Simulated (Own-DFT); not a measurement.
Simulation results for Si24O47 (quartz with one neutral oxygen vacancy, atoms displaced)

A calculation, not a measurement: plane-wave PBE and HSE06 DFT by an unreviewed code, no spin, of a simulated cell at Gamma alone, so results move with cell size and shape, stress positive in tension, energies less offsets, not probed for a lower state with spin; oxygen file: force components 24 meV/angstrom off all-electron in a glass; k mesh not checked against a denser one; forces and stress are PBE's, HSE06 gives the energy alone, and its difference from PBE has offsets of its own; offsets are fitted by least squares, one for each functional and potential file, so energies compare only between cells with the same atoms and settings and are not formation energies; the far tail of each file's local potential was reset to the Coulomb form; each entry is a single point on an unrelaxed cell, so the pressure reflects the starting lattice, mostly measured values (interpolated for alloys), from which strain is counted, and rises with the displacements; printed positions are rounded, which can move forces by about a meV/angstrom; the program, named Own-DFT, is a retired in-house code; no spin-orbit coupling. Program: Own-DFT development build.

Settings shared by all entries: first functional PBE; second functional HSE06; exact exchange share 0.25; screening 0.11 1/bohr; exchange divergence Gygi-Baldereschi; potential files PseudoDojo norm-conserving, scalar-relativistic, made for PBE, standard set; wave cutoff 48 hartree; occupations fixed; k mesh 1 x 1 x 1 centred on Gamma.

(1) 
```cif
# cell vector a (Å): 9.8268 0.0000 0.0000
# cell vector b (Å): -4.9134 8.5103 0.0000
# cell vector c (Å): 0.0000 0.0000 10.8104
data_Si24O47
_symmetry_space_group_name_H-M 'P 1'
_symmetry_Int_Tables_number 1
_cell_length_a 9.8268
_cell_length_b 9.8268
_cell_length_c 10.8104
_cell_angle_alpha 90.000
_cell_angle_beta 90.000
_cell_angle_gamma 120.000
_cell_volume 904.06
loop_
_atom_site_label
_atom_site_type_symbol
_atom_site_fract_x
_atom_site_fract_y
_atom_site_fract_z
_atom_site_occupancy
Si1 Si 0.23453 0.99791 0.99865 1
Si2 Si 0.00568 0.24168 0.32961 1
Si3 Si 0.27314 0.26961 0.16869 1
O1 O 0.20361 0.13383 0.05866 1
O2 O 0.42547 0.29046 0.22079 1
O3 O 0.36017 0.06845 0.39526 1
O4 O 0.07140 0.36253 0.44515 1
O5 O 0.13378 0.21026 0.27431 1
O6 O 0.29597 0.42695 0.10619 1
Si4 Si 0.22936 0.00143 0.49780 1
Si5 Si 0.99827 0.23199 0.83217 1
Si6 Si 0.26671 0.26357 0.66837 1
O7 O 0.21071 0.13695 0.55744 1
O8 O 0.42340 0.29653 0.72811 1
O9 O 0.36310 0.07834 0.89126 1
O10 O 0.06424 0.36305 0.94194 1
O11 O 0.13313 0.21527 0.77289 1
O12 O 0.28990 0.43129 0.60814 1
Si7 Si 0.24064 0.50488 0.00212 1
Si8 Si 0.99919 0.73345 0.33483 1
Si9 Si 0.26683 0.76977 0.16141 1
O13 O 0.20403 0.63148 0.05879 1
O14 O 0.43171 0.79034 0.22334 1
O15 O 0.36141 0.56979 0.38935 1
O16 O 0.06930 0.86372 0.44104 1
O17 O 0.13639 0.71057 0.27438 1
O18 O 0.29540 0.92723 0.10555 1
Si10 Si 0.22474 0.49278 0.50016 1
Si11 Si 0.99612 0.73169 0.83527 1
Si12 Si 0.27497 0.76613 0.66471 1
O19 O 0.20969 0.63277 0.56279 1
O20 O 0.42372 0.78834 0.72590 1
O21 O 0.07211 0.87130 0.93638 1
O22 O 0.13064 0.71350 0.77243 1
O23 O 0.28935 0.92724 0.60680 1
Si13 Si 0.73467 0.00316 0.00265 1
Si14 Si 0.50522 0.24125 0.33292 1
Si15 Si 0.75611 0.26155 0.16718 1
O24 O 0.70740 0.13470 0.06176 1
O25 O 0.91758 0.28677 0.22908 1
O26 O 0.87028 0.07532 0.39574 1
O27 O 0.57215 0.36229 0.44090 1
O28 O 0.63355 0.20360 0.27270 1
O29 O 0.79464 0.42688 0.11147 1
Si16 Si 0.73673 0.00154 0.49829 1
Si17 Si 0.49743 0.23381 0.83121 1
Si18 Si 0.76859 0.27021 0.66583 1
O30 O 0.70613 0.13166 0.55835 1
O31 O 0.93271 0.29314 0.72986 1
O32 O 0.86346 0.07057 0.89270 1
O33 O 0.56699 0.36276 0.94256 1
O34 O 0.62922 0.20211 0.77541 1
O35 O 0.79528 0.42580 0.60865 1
Si19 Si 0.73957 0.49938 0.00035 1
Si20 Si 0.49973 0.73250 0.33768 1
Si21 Si 0.76095 0.76420 0.16166 1
O36 O 0.70464 0.63979 0.06380 1
O37 O 0.93335 0.79291 0.22403 1
O38 O 0.86776 0.57361 0.39081 1
O39 O 0.57652 0.86930 0.44618 1
O40 O 0.63973 0.70610 0.27575 1
O41 O 0.79412 0.92661 0.10487 1
Si22 Si 0.73507 0.50264 0.49705 1
Si23 Si 0.50346 0.74644 0.83636 1
Si24 Si 0.76190 0.76282 0.66821 1
O42 O 0.70416 0.63670 0.55830 1
O43 O 0.92569 0.78920 0.72544 1
O44 O 0.86494 0.57416 0.89369 1
O45 O 0.56934 0.86736 0.94190 1
O46 O 0.63640 0.70748 0.77057 1
O47 O 0.78983 0.92786 0.60573 1
_calc_PBE_energy_of_cell_above_offsets '-22.441'  # eV
_calc_HSE06_less_PBE_above_offsets '-0.652'  # eV
_calc_PBE_pressure 7.73  # GPa
_calc_PBE_stress_xx -7.33  # GPa
_calc_PBE_stress_yy -7.73  # GPa
_calc_PBE_stress_zz -8.14  # GPa
_calc_PBE_stress_yz -1.24  # GPa
_calc_PBE_stress_xz -0.98  # GPa
_calc_PBE_stress_xy 0.52  # GPa
```

Force:
```csv
element,x (eV/Å),y (eV/Å),z (eV/Å)
Si,-1.525,1.339,0.249
Si,-2.046,-2.116,1.868
Si,-4.307,-2.227,-2.303
O,0.499,0.032,0.546
O,4.349,0.674,2.348
O,1.908,2.764,-2.666
O,-2.086,-1.706,-1.409
O,2.338,0.135,-1.023
O,0.31,0.582,0.458
Si,1.173,-1.858,1.194
Si,-0.112,0.258,2.921
Si,-3.178,1.269,-1.608
O,-1.271,1.108,0.735
O,2.16,0.602,0.507
O,0.149,-1.366,0.096
O,1.322,1.378,0.97
O,2.521,-0.974,-0.681
O,1.546,-1.648,1.19
Si,0.352,-0.657,-3.804
Si,0.546,1.517,-1.598
Si,1.499,-2.529,2.95
O,-1.245,1.117,0.744
O,-0.921,0.265,-0.384
O,-0.523,-0.903,0.867
O,-0.617,0.172,0.563
O,1.019,-0.072,-0.515
O,-0.294,1.87,-0.86
Si,2.642,3.145,0.433
Si,0.566,2.183,-1.304
Si,-6.218,0.534,-0.237
O,-0.605,-0.406,-0.976
O,2.854,1.284,0.833
O,-0.286,-0.415,0.58
O,2.708,-0.372,-1.065
O,0.557,-0.265,0.172
Si,0.81,-0.596,-0.966
Si,-1.337,-4.036,-0.568
Si,2.88,1.006,-0.315
O,-0.885,-0.314,-0.795
O,-0.124,0.783,-0.649
O,0.875,0.956,-1.298
O,0.012,1.579,1.207
O,-2.29,-0.732,2.056
O,-0.665,1.097,-0.725
Si,0.993,0.884,0.463
Si,0.152,1.026,0.542
Si,1.393,-3.563,1.37
O,-0.942,1.934,1.225
O,-3.632,0.865,-3.021
O,-0.181,-0.504,0.03
O,1.079,1.349,0.636
O,1.367,0.451,-1.138
O,-1.585,2.79,-1.835
Si,-3.219,-0.223,1.228
Si,0.731,1.058,-0.798
Si,2.385,2.865,4.874
O,1.671,-5.44,-4.873
O,-2.049,0.022,-1.215
O,-0.634,-1.952,0.872
O,-1.686,-2.607,-1.911
O,-1.415,-0.072,1.15
O,-0.319,0.996,0.043
Si,0.398,0.32,1.531
Si,0.65,-5.334,-0.415
Si,1.597,2.541,-1.969
O,0.573,-1.578,-1.182
O,-0.75,0.148,-0.389
O,0.074,-1.282,0.212
O,0.261,2.57,2.074
O,-3.316,-0.664,3.201
O,1.346,-1.053,1.561
```

(2) 
```cif
# cell vector a (Å): 9.8268 0.0000 0.0000
# cell vector b (Å): -4.9134 8.5103 0.0000
# cell vector c (Å): 0.0000 0.0000 10.8104
data_Si24O47
_symmetry_space_group_name_H-M 'P 1'
_symmetry_Int_Tables_number 1
_cell_length_a 9.8268
_cell_length_b 9.8268
_cell_length_c 10.8104
_cell_angle_alpha 90.000
_cell_angle_beta 90.000
_cell_angle_gamma 120.000
_cell_volume 904.06
loop_
_atom_site_label
_atom_site_type_symbol
_atom_site_fract_x
_atom_site_fract_y
_atom_site_fract_z
_atom_site_occupancy
Si1 Si 0.23789 0.99998 0.99809 1
Si2 Si 0.00767 0.23448 0.33399 1
Si3 Si 0.26702 0.26314 0.16526 1
O1 O 0.20425 0.12873 0.05902 1
O2 O 0.42856 0.29535 0.22388 1
O3 O 0.36544 0.07192 0.39274 1
O4 O 0.07128 0.36318 0.44180 1
O5 O 0.12829 0.20696 0.26977 1
O6 O 0.29360 0.42507 0.10670 1
Si4 Si 0.23738 0.99680 0.49643 1
Si5 Si 0.00649 0.23889 0.83293 1
Si6 Si 0.26640 0.26262 0.66547 1
O7 O 0.20318 0.13088 0.56040 1
O8 O 0.43278 0.30107 0.72501 1
O9 O 0.37166 0.07794 0.89172 1
O10 O 0.07600 0.36820 0.94054 1
O11 O 0.13805 0.20801 0.77627 1
O12 O 0.29236 0.42328 0.60744 1
Si7 Si 0.23093 0.49798 0.00225 1
Si8 Si 0.99632 0.73504 0.32638 1
Si9 Si 0.26666 0.76652 0.17013 1
O13 O 0.20724 0.63380 0.06202 1
O14 O 0.42552 0.79104 0.23006 1
O15 O 0.37146 0.57952 0.39406 1
O16 O 0.07176 0.86368 0.44099 1
O17 O 0.13377 0.70379 0.27128 1
O18 O 0.29792 0.92956 0.10705 1
Si10 Si 0.23364 0.50458 0.49782 1
Si11 Si 0.99474 0.72859 0.83685 1
Si12 Si 0.26598 0.76694 0.66431 1
O19 O 0.20862 0.63481 0.56139 1
O20 O 0.42215 0.79094 0.72511 1
O21 O 0.36164 0.57054 0.89375 1
O22 O 0.07994 0.87184 0.94218 1
O23 O 0.13013 0.70815 0.77345 1
O24 O 0.29060 0.92460 0.60446 1
Si13 Si 0.73027 0.00421 0.99980 1
Si14 Si 0.49841 0.23644 0.33491 1
Si15 Si 0.76029 0.26608 0.16358 1
O25 O 0.71024 0.13341 0.06112 1
O26 O 0.93041 0.29316 0.22519 1
O27 O 0.86220 0.07158 0.39162 1
O28 O 0.56828 0.36538 0.43794 1
O29 O 0.63264 0.20614 0.27456 1
O30 O 0.79532 0.42812 0.10777 1
Si16 Si 0.73143 0.99882 0.49787 1
Si17 Si 0.49968 0.22998 0.83395 1
Si18 Si 0.75925 0.26462 0.66831 1
O31 O 0.70984 0.13323 0.56018 1
O32 O 0.92667 0.29120 0.72447 1
O33 O 0.87036 0.07332 0.89518 1
O34 O 0.57654 0.37171 0.93910 1
O35 O 0.63115 0.20845 0.77311 1
O36 O 0.79632 0.42738 0.60691 1
Si19 Si 0.73748 0.50437 0.00423 1
Si20 Si 0.49083 0.72975 0.33476 1
Si21 Si 0.76800 0.76672 0.16787 1
O37 O 0.93071 0.79347 0.22758 1
O38 O 0.86788 0.56859 0.39396 1
O39 O 0.57911 0.86671 0.43830 1
O40 O 0.63809 0.71276 0.27099 1
O41 O 0.79306 0.92715 0.10965 1
Si22 Si 0.73140 0.49695 0.49826 1
Si23 Si 0.49497 0.73409 0.83294 1
Si24 Si 0.76724 0.77094 0.66564 1
O42 O 0.70672 0.62920 0.55629 1
O43 O 0.92332 0.79604 0.72711 1
O44 O 0.86888 0.57164 0.89283 1
O45 O 0.58216 0.87325 0.93452 1
O46 O 0.63201 0.70276 0.77856 1
O47 O 0.79094 0.92659 0.60889 1
_calc_PBE_energy_of_cell_above_offsets '-23.361'  # eV
_calc_HSE06_less_PBE_above_offsets '-0.733'  # eV
_calc_PBE_pressure 7.9  # GPa
_calc_PBE_stress_xx -8.09  # GPa
_calc_PBE_stress_yy -8.84  # GPa
_calc_PBE_stress_zz -6.79  # GPa
_calc_PBE_stress_yz 1  # GPa
_calc_PBE_stress_xz 0.1  # GPa
_calc_PBE_stress_xy -0.66  # GPa
```

Force:
```csv
element,x (eV/Å),y (eV/Å),z (eV/Å)
Si,0.792,0.737,0.866
Si,-5.618,-0.46,0.525
Si,-1.293,-0.344,-0.518
O,-0.244,0.825,0.447
O,0.65,-0.008,0.547
O,0.951,0.471,-1.272
O,0.37,1.167,0.541
O,4.656,-0.727,-1.69
O,0.159,0.247,0.221
Si,-2.895,0.432,1.197
Si,-1.441,-1.467,-0.093
Si,0,0.412,0.648
O,0.771,-1.225,-1.075
O,0.733,-0.739,0.572
O,-0.911,-3.006,1.339
O,-1.253,-0.717,-0.171
O,0.631,-0.251,-0.143
O,-1.126,1.717,-1.528
Si,1.068,0.96,0.324
Si,3.287,-2.086,4.944
Si,-0.112,0.122,-1.9
O,-0.278,0.381,0.121
O,-0.57,0.876,-1.119
O,-1.657,-4.542,2.032
O,-0.112,-0.49,-0.828
O,-1.318,-0.258,1.336
O,0.472,-0.019,0.286
Si,1.465,-2.57,1.419
Si,-0.008,4.04,-1.575
Si,-1.772,-0.666,1.663
O,-0.659,-0.164,-0.829
O,1.041,0.602,0.334
O,0.317,0.674,-0.242
O,-1.522,-2.712,-1.688
O,1.307,0.021,-0.855
O,0.726,0.632,0.463
Si,5.06,-1.103,-0.328
Si,0.639,-1.005,-1.674
Si,3.024,-0.298,2.868
O,-2.334,1.573,0.428
O,-1.309,-0.108,-0.401
O,1.045,0.613,-0.535
O,-0.157,0.826,1.225
O,-0.384,-0.105,-0.002
O,0.174,0.623,-0.002
Si,1.981,1.123,1.013
Si,-1.672,4.837,-0.823
Si,2.768,0.073,-1.004
O,-1.256,0.544,0.415
O,-0.376,0.118,0.211
O,-0.15,0.58,0.03
O,-0.102,-0.665,-0.006
O,1.301,-1.026,0.162
O,-0.655,0.319,-0.434
Si,-1.957,2.266,0.473
Si,4.796,4.377,-1.475
Si,0.623,-1.636,-2.699
O,-2.414,1.778,-3.011
O,0.177,0.625,-0.98
O,-1.974,-1.909,-0.702
O,-1.946,-1.103,1.718
O,-0.72,0.833,-1.162
Si,1.49,-0.047,0.193
Si,1.49,-0.574,0.114
Si,-0.872,-3.508,0.563
O,-1.378,2.285,1.554
O,2.149,-0.189,1.484
O,-0.735,-2.196,1.187
O,-2.144,-1.774,-0.625
O,0.037,0.34,-0.99
O,-0.827,1.647,-1.079
```

(3) 
```cif
# cell vector a (Å): 9.8268 0.0000 0.0000
# cell vector b (Å): -4.9134 8.5103 0.0000
# cell vector c (Å): 0.0000 0.0000 10.8104
data_Si24O47
_symmetry_space_group_name_H-M 'P 1'
_symmetry_Int_Tables_number 1
_cell_length_a 9.8268
_cell_length_b 9.8268
_cell_length_c 10.8104
_cell_angle_alpha 90.000
_cell_angle_beta 90.000
_cell_angle_gamma 120.000
_cell_volume 904.06
loop_
_atom_site_label
_atom_site_type_symbol
_atom_site_fract_x
_atom_site_fract_y
_atom_site_fract_z
_atom_site_occupancy
Si1 Si 0.23240 0.00196 0.99748 1
Si2 Si 0.00240 0.24139 0.32843 1
Si3 Si 0.26489 0.25924 0.16467 1
O1 O 0.20449 0.13039 0.05842 1
O2 O 0.43444 0.29916 0.22436 1
O3 O 0.37041 0.07655 0.39244 1
O4 O 0.07620 0.36719 0.43636 1
O5 O 0.13316 0.20629 0.28129 1
O6 O 0.29066 0.42632 0.10719 1
Si4 Si 0.23263 0.99208 0.49878 1
Si5 Si 0.00596 0.23913 0.83420 1
Si6 Si 0.26430 0.26620 0.66122 1
O7 O 0.20712 0.13203 0.55775 1
O8 O 0.42610 0.28977 0.72744 1
O9 O 0.36582 0.07007 0.89064 1
O10 O 0.07263 0.36411 0.93784 1
O11 O 0.13313 0.20978 0.77649 1
O12 O 0.29023 0.42201 0.60816 1
Si7 Si 0.23426 0.49964 0.00092 1
Si8 Si 0.99785 0.73841 0.32882 1
Si9 Si 0.26579 0.76991 0.16525 1
O13 O 0.20231 0.63206 0.05785 1
O14 O 0.42076 0.79231 0.22972 1
O15 O 0.36683 0.57249 0.39317 1
O16 O 0.07202 0.86891 0.44328 1
O17 O 0.13396 0.70574 0.27490 1
O18 O 0.29069 0.92097 0.10493 1
Si10 Si 0.22960 0.49901 0.50178 1
Si11 Si 0.00147 0.74165 0.82994 1
Si12 Si 0.25505 0.75919 0.66776 1
O19 O 0.20860 0.63834 0.56064 1
O20 O 0.42195 0.79499 0.72720 1
O21 O 0.36602 0.57287 0.88954 1
O22 O 0.07408 0.86197 0.93491 1
O23 O 0.13668 0.70189 0.77139 1
O24 O 0.29179 0.92248 0.61038 1
Si13 Si 0.73632 0.00294 0.00048 1
Si14 Si 0.50270 0.23465 0.33143 1
Si15 Si 0.76978 0.26950 0.16298 1
O25 O 0.70388 0.13071 0.05808 1
O26 O 0.92847 0.29642 0.22889 1
O27 O 0.86289 0.07281 0.38719 1
O28 O 0.57958 0.37122 0.44365 1
O29 O 0.63431 0.20730 0.27346 1
O30 O 0.79083 0.42660 0.10538 1
Si16 Si 0.72884 0.99736 0.50610 1
Si17 Si 0.49873 0.23480 0.83631 1
Si18 Si 0.76715 0.26222 0.67025 1
O31 O 0.70980 0.13549 0.55715 1
O32 O 0.93530 0.29933 0.72841 1
O33 O 0.86668 0.07805 0.89890 1
O34 O 0.57269 0.36649 0.94249 1
O35 O 0.63613 0.20800 0.77586 1
O36 O 0.79691 0.42854 0.60728 1
Si19 Si 0.73697 0.49830 0.99959 1
Si20 Si 0.50293 0.73580 0.33233 1
Si21 Si 0.75274 0.75809 0.16809 1
O37 O 0.70448 0.62866 0.06290 1
O38 O 0.92631 0.79114 0.22177 1
O39 O 0.86716 0.57299 0.39264 1
O40 O 0.57650 0.87432 0.43877 1
O41 O 0.62773 0.70646 0.27391 1
O42 O 0.78739 0.92343 0.10902 1
Si22 Si 0.73307 0.49562 0.49861 1
Si23 Si 0.49523 0.73291 0.83245 1
Si24 Si 0.76654 0.76941 0.66231 1
O43 O 0.71053 0.63497 0.55550 1
O44 O 0.92575 0.79534 0.72629 1
O45 O 0.87231 0.58016 0.89769 1
O46 O 0.57552 0.87322 0.94042 1
O47 O 0.63602 0.70712 0.77468 1
_calc_PBE_energy_of_cell_above_offsets '-23.346'  # eV
_calc_HSE06_less_PBE_above_offsets '-0.673'  # eV
_calc_PBE_pressure 7.54  # GPa
_calc_PBE_stress_xx -7.44  # GPa
_calc_PBE_stress_yy -8.21  # GPa
_calc_PBE_stress_zz -6.99  # GPa
_calc_PBE_stress_yz -1.78  # GPa
_calc_PBE_stress_xz -0.32  # GPa
_calc_PBE_stress_xy 0.19  # GPa
```

Force:
```csv
element,x (eV/Å),y (eV/Å),z (eV/Å)
Si,2.055,-2.348,-0.479
Si,-0.014,-3.069,2.955
Si,-1.034,1.989,2.459
O,-1.012,0.472,0.137
O,-1.025,-0.273,-0.634
O,-0.613,-1.338,0.685
O,-0.842,0.502,0.964
O,3.044,0.033,-2.653
O,0.902,-1.127,0.78
Si,1.252,2.658,1.127
Si,-1.932,-2.147,-0.016
Si,1.425,-2.781,2.792
O,0.078,-0.487,-0.249
O,-0.915,0.313,-0.684
O,-0.349,-0.479,0.654
O,0.218,2.325,2.49
O,3.021,-0.559,-1.792
O,-1.413,3.049,-1.463
Si,-0.367,0.368,-1.097
Si,1.266,-1.175,2.01
Si,0.427,-3.807,1.119
O,-0.036,0.415,0.339
O,1.299,0.342,0.055
O,-0.212,-0.061,0.657
O,-1.313,-2.08,-1.796
O,-0.503,0.296,0.014
O,-1.901,3.81,-2.068
Si,1.591,1.1,-0.606
Si,1.616,-3.543,-1.09
Si,3.575,2.257,-0.962
O,0.153,-2.289,-2.023
O,0.728,-0.083,0.125
O,-0.669,-1.616,1.242
O,0.218,2.992,2.552
O,-4.677,-1.203,3.92
O,-0.887,1.545,-1.12
Si,0.141,-1.656,0.503
Si,-0.38,1.447,1.366
Si,-0.568,-1.985,1.063
O,-1.092,2.174,1.436
O,-1.724,1.257,-2.689
O,-0.382,0.053,1.156
O,-2.873,-4.195,-2.815
O,1.687,0.133,-1.082
O,1.13,0.046,0.97
Si,4.966,-0.792,-0.644
Si,0.777,0.14,-1.153
Si,-0.11,1.66,-0.839
O,-1.216,1.647,1.582
O,-1.233,-0.088,-1.133
O,1.644,0.949,-1.838
O,-0.314,-0.208,0.044
O,-0.32,-0.302,0.58
O,0.508,-0.854,0.667
Si,-1.161,1.366,-0.826
Si,-3.98,0.599,2.328
Si,2.525,1.641,-1.073
O,-0.486,-0.4,-0.409
O,-1.845,0.458,-1.038
O,0.348,0.505,-0.654
O,-1.683,-2.385,-1.433
O,2.159,-1.146,-0.176
O,0.205,0.001,0.193
Si,2.688,3.056,1.668
Si,1.186,2.498,-0.316
Si,-2.275,1.175,-1.38
O,-0.42,0.479,0.448
O,0.092,0.74,-0.931
O,0.169,-0.213,-0.728
O,-0.837,-1.888,-1.202
O,-0.485,0.086,0.009
```
